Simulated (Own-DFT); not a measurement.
Hf36O71 (tetragonal hafnia with one neutral oxygen vacancy, atoms displaced) (calculated)

All values are calculated (Own-DFT development build). A calculation, not a measurement: plane-wave PBE and HSE06 DFT by an unreviewed code, no spin, of a simulated cell at Gamma alone, so results move with cell size and shape, stress positive in tension, energies less offsets, not probed for a lower state with spin; hafnium file: forces about 75 meV/angstrom off all-electron values; oxygen file: force components 24 meV/angstrom off all-electron in a glass; k mesh not checked against a denser one; forces and stress are PBE's, HSE06 gives the energy alone, and its difference from PBE has offsets of its own; offsets are fitted by least squares, one for each functional and potential file, so energies compare only between cells with the same atoms and settings and are not formation energies; the far tail of each file's local potential was reset to the Coulomb form; each entry is a single point on an unrelaxed cell, so the pressure reflects the starting lattice, taken from the Materials Project, from which strain is counted, and rises with the displacements; printed positions are rounded, which can move forces by about a meV/angstrom; the program is a retired in-house code; no spin-orbit coupling.

```cif
# cell vector a (Å): 10.7800 0.0000 0.0000
# cell vector b (Å): 0.0000 10.7800 0.0000
# cell vector c (Å): 0.0000 0.0000 10.4493
data_Hf36O71
_symmetry_space_group_name_H-M 'P 1'
_symmetry_Int_Tables_number 1
_cell_length_a 10.7800
_cell_length_b 10.7800
_cell_length_c 10.4493
_cell_angle_alpha 90.000
_cell_angle_beta 90.000
_cell_angle_gamma 90.000
_cell_volume 1214.30
loop_
_atom_site_label
_atom_site_type_symbol
_atom_site_fract_x
_atom_site_fract_y
_atom_site_fract_z
_atom_site_occupancy
Hf1 Hf 0.00098 0.99694 0.99859 1
Hf2 Hf 0.17017 0.16615 0.25124 1
O1 O 0.99786 0.16764 0.15793 1
O2 O 0.17331 0.00126 0.34458 1
O3 O 0.00154 0.16782 0.40281 1
O4 O 0.16702 0.99786 0.09515 1
Hf3 Hf 0.00282 0.00152 0.49682 1
Hf4 Hf 0.16459 0.16755 0.75246 1
O5 O 0.99882 0.16620 0.65272 1
O6 O 0.16726 0.00285 0.85361 1
O7 O 0.99473 0.16600 0.90134 1
O8 O 0.16909 0.00351 0.59531 1
Hf5 Hf 0.99993 0.33497 0.99607 1
Hf6 Hf 0.16502 0.50048 0.25406 1
O9 O 0.99557 0.50263 0.15420 1
O10 O 0.16709 0.33132 0.35082 1
O11 O 0.00076 0.50122 0.40144 1
O12 O 0.16877 0.33461 0.10167 1
Hf7 Hf 0.00085 0.33095 0.49780 1
Hf8 Hf 0.16853 0.50149 0.74809 1
O13 O 0.99679 0.49837 0.65145 1
O14 O 0.16394 0.33412 0.84558 1
O15 O 0.99823 0.49808 0.90021 1
O16 O 0.16830 0.33212 0.59573 1
Hf9 Hf 0.00089 0.66688 0.00099 1
Hf10 Hf 0.17043 0.82750 0.25499 1
O17 O 0.00374 0.83243 0.15500 1
O18 O 0.16811 0.66728 0.34520 1
O19 O 0.99779 0.83154 0.39843 1
O20 O 0.16671 0.65868 0.09869 1
Hf11 Hf 0.99903 0.66980 0.49918 1
Hf12 Hf 0.16370 0.82976 0.75493 1
O21 O 0.00148 0.83397 0.65450 1
O22 O 0.16571 0.66369 0.84707 1
O23 O 0.00067 0.83273 0.90281 1
O24 O 0.16539 0.66613 0.60304 1
Hf13 Hf 0.33269 0.99917 0.99551 1
Hf14 Hf 0.50063 0.16545 0.25300 1
O25 O 0.33684 0.16564 0.15366 1
O26 O 0.50053 0.99797 0.34497 1
O27 O 0.33106 0.16436 0.40416 1
O28 O 0.50071 0.00280 0.09856 1
Hf15 Hf 0.33643 0.00121 0.49726 1
Hf16 Hf 0.49950 0.16552 0.75280 1
O29 O 0.33638 0.16859 0.65494 1
O30 O 0.49917 0.00455 0.84866 1
O31 O 0.33153 0.16055 0.90849 1
O32 O 0.49469 0.00082 0.59499 1
Hf17 Hf 0.33375 0.33372 0.00165 1
Hf18 Hf 0.50441 0.49893 0.25041 1
O33 O 0.33376 0.50597 0.15139 1
O34 O 0.49723 0.32955 0.34679 1
O35 O 0.33563 0.49967 0.40865 1
O36 O 0.49442 0.33654 0.09417 1
Hf19 Hf 0.33276 0.32685 0.50342 1
Hf20 Hf 0.49978 0.50610 0.74638 1
O37 O 0.33409 0.49650 0.65066 1
O38 O 0.50356 0.33801 0.85157 1
O39 O 0.33250 0.50304 0.89991 1
O40 O 0.50573 0.33291 0.59630 1
Hf21 Hf 0.32981 0.66332 0.99871 1
Hf22 Hf 0.49955 0.83223 0.24612 1
O41 O 0.32949 0.83207 0.15479 1
O42 O 0.50106 0.66738 0.35031 1
O43 O 0.33404 0.83186 0.40720 1
O44 O 0.50046 0.66962 0.09935 1
Hf23 Hf 0.33550 0.66577 0.50065 1
Hf24 Hf 0.50032 0.83248 0.75497 1
O45 O 0.33067 0.83445 0.65265 1
O46 O 0.49730 0.66330 0.84921 1
O47 O 0.33676 0.83280 0.90352 1
O48 O 0.49750 0.66361 0.60306 1
Hf25 Hf 0.66929 0.00037 0.00041 1
Hf26 Hf 0.83003 0.16532 0.24510 1
O49 O 0.83129 0.99772 0.34819 1
O50 O 0.66694 0.16019 0.39932 1
O51 O 0.83571 0.00619 0.09437 1
Hf27 Hf 0.66873 0.00069 0.49835 1
Hf28 Hf 0.83574 0.16393 0.74707 1
O52 O 0.66812 0.16558 0.65478 1
O53 O 0.83840 0.00158 0.84820 1
O54 O 0.66666 0.16438 0.90654 1
O55 O 0.83427 0.99836 0.59719 1
Hf29 Hf 0.66166 0.33086 0.00094 1
Hf30 Hf 0.83482 0.49308 0.25130 1
O56 O 0.66649 0.50378 0.14977 1
O57 O 0.83760 0.33911 0.34948 1
O58 O 0.66724 0.49770 0.40143 1
O59 O 0.83356 0.33362 0.10122 1
Hf31 Hf 0.66598 0.34102 0.50181 1
Hf32 Hf 0.83016 0.50266 0.75135 1
O60 O 0.66648 0.49857 0.65430 1
O61 O 0.83285 0.33575 0.84777 1
O62 O 0.66448 0.50198 0.90372 1
O63 O 0.83173 0.33217 0.59720 1
Hf33 Hf 0.66527 0.66347 0.99890 1
Hf34 Hf 0.83288 0.83389 0.24819 1
O64 O 0.67029 0.83047 0.15527 1
O65 O 0.83296 0.66775 0.35076 1
O66 O 0.66962 0.83275 0.40328 1
O67 O 0.83428 0.66533 0.09960 1
Hf35 Hf 0.66953 0.66714 0.49822 1
Hf36 Hf 0.83463 0.83082 0.75136 1
O68 O 0.66685 0.83348 0.65324 1
O69 O 0.83239 0.66765 0.85048 1
O70 O 0.66844 0.83142 0.90073 1
O71 O 0.83615 0.66467 0.59727 1
_calc_first_functional 'PBE'
_calc_second_functional 'HSE06'
_calc_exact_exchange_share 0.25
_calc_screening 0.11  # 1/bohr
_calc_exchange_divergence 'Gygi-Baldereschi'
_calc_potential_files 'PseudoDojo norm-conserving, scalar-relativistic, made for PBE, standard set'
_calc_wave_cutoff 48  # hartree
_calc_occupations 'fixed'
_calc_k_mesh '1 x 1 x 1 centred on Gamma'
_calc_PBE_energy_of_cell_above_offsets '-101.237'  # eV
_calc_HSE06_less_PBE_above_offsets '-0.162'  # eV
_calc_PBE_pressure 0.87  # GPa
_calc_PBE_stress_xx 0.24  # GPa
_calc_PBE_stress_yy -1.35  # GPa
_calc_PBE_stress_zz -1.49  # GPa
_calc_PBE_stress_yz 0.67  # GPa
_calc_PBE_stress_xz 0  # GPa
_calc_PBE_stress_xy 0.03  # GPa
```

Force:
```tsv
element	x (eV/Å)	y (eV/Å)	z (eV/Å)
Hf	0.681	0.814	0.387
Hf	-0.421	0.036	-0.644
O	0.653	-0.038	-0.281
O	-0.546	-0.735	0.241
O	-0.077	-0.648	0.098
O	-0.023	0.361	0.056
Hf	-0.061	-0.19	0.282
Hf	0.217	-0.357	-0.449
O	0.548	0.04	-0.273
O	-0.237	-0.681	-0.902
O	0.527	0.322	0.248
O	-0.481	0.104	0.137
Hf	-0.21	-0.407	0.573
Hf	0.098	-0.604	-0.655
O	1.058	-0.323	-0.228
O	0.115	0.393	-0.177
O	0.378	0.088	0.133
O	-0.38	0.074	-0.529
Hf	-0.293	0.807	0.496
Hf	-0.652	-0.421	-0.611
O	0.486	-0.041	0.323
O	0.203	-0.215	0.317
O	0.17	0.715	0.398
O	-0.467	-0.122	0.412
Hf	-0.652	-0.652	0.655
Hf	-0.526	1.655	-0.763
O	-0.375	-0.01	-0.501
O	0.05	-0.732	1.016
O	0.478	0.651	0.698
O	-0.354	0.383	-0.26
Hf	0.127	-0.725	0.102
Hf	0.831	0.708	-0.918
O	-0.114	-0.048	-0.184
O	0.006	0.57	0.646
O	0.134	-0.326	-0.149
O	0.179	-0.089	-0.651
Hf	-0.199	-0.353	1.49
Hf	0.49	-0.544	-0.636
O	-0.415	0.215	0.211
O	-0.213	-0.013	0.151
O	0.22	0.481	-0.312
O	0.555	-0.192	-0.25
Hf	-0.789	-0.874	0.511
Hf	0.619	0.869	-0.414
O	-0.541	0.384	0.193
O	0.161	-1.17	-0.096
O	0.091	2.052	-0.885
O	1.455	0.003	0.411
Hf	-0.635	0.031	-0.369
Hf	-0.9	0.296	-0.051
O	0.302	-0.337	0.535
O	0.272	0.599	-0.101
O	-0.199	-0.35	-0.562
O	1.092	-0.229	0.855
Hf	0.424	0.889	-0.156
Hf	-0.265	-1.056	0.446
O	-0.154	0.003	0.377
O	-0.381	-0.835	-0.591
O	-0.271	-0.88	0.04
O	-0.944	0.004	0.181
Hf	0.694	0.071	0.83
Hf	0.046	-0.121	0.176
O	0.761	-0.115	-0.156
O	0.128	-0.228	-0.12
O	-0.057	-0.064	-0.608
O	-0.289	0.119	-0.284
Hf	-0.268	0.05	0.508
Hf	-0.443	0.244	-0.743
O	0.278	-0.245	0.847
O	0.207	0.953	0.141
O	-0.151	-0.352	-0.226
O	0.74	0.156	-0.382
Hf	-0.544	-0.307	0.038
Hf	-0.082	0.294	0.449
O	0.268	0.575	-0.448
O	0.105	1.598	-0.267
O	-0.678	0.015	0.651
Hf	-0.238	-0.346	0.479
Hf	-0.371	0.751	0.442
O	-0.47	-0.386	0.09
O	-0.365	-0.926	-0.23
O	-0.012	0.292	0.451
O	0.315	0.1	-0.137
Hf	0.625	0.535	-0.37
Hf	-0.171	1.71	-0.55
O	-0.106	-0.39	0.38
O	-0.247	-1.993	0.178
O	-0.358	0.79	-0.171
O	-0.547	-0.399	-0.37
Hf	0.576	-1.793	0.094
Hf	0.98	-0.787	0.08
O	0.091	0.254	-0.652
O	-0.148	-0.431	-0.062
O	0.266	-0.276	-0.261
O	0.157	-0.035	-0.207
Hf	0.52	0.266	0.826
Hf	0.614	-0.844	0.595
O	-0.668	0.451	-0.539
O	-0.224	-0.414	-0.186
O	-0.245	-0.061	0.153
O	-0.021	0.384	-0.628
Hf	-0.17	0.543	-0.043
Hf	-0.438	0.719	-0.208
O	-0.139	-0.26	0.14
O	0.197	-0.105	-0.244
O	-0.344	0.375	0.19
O	-0.62	0.285	0.338
```
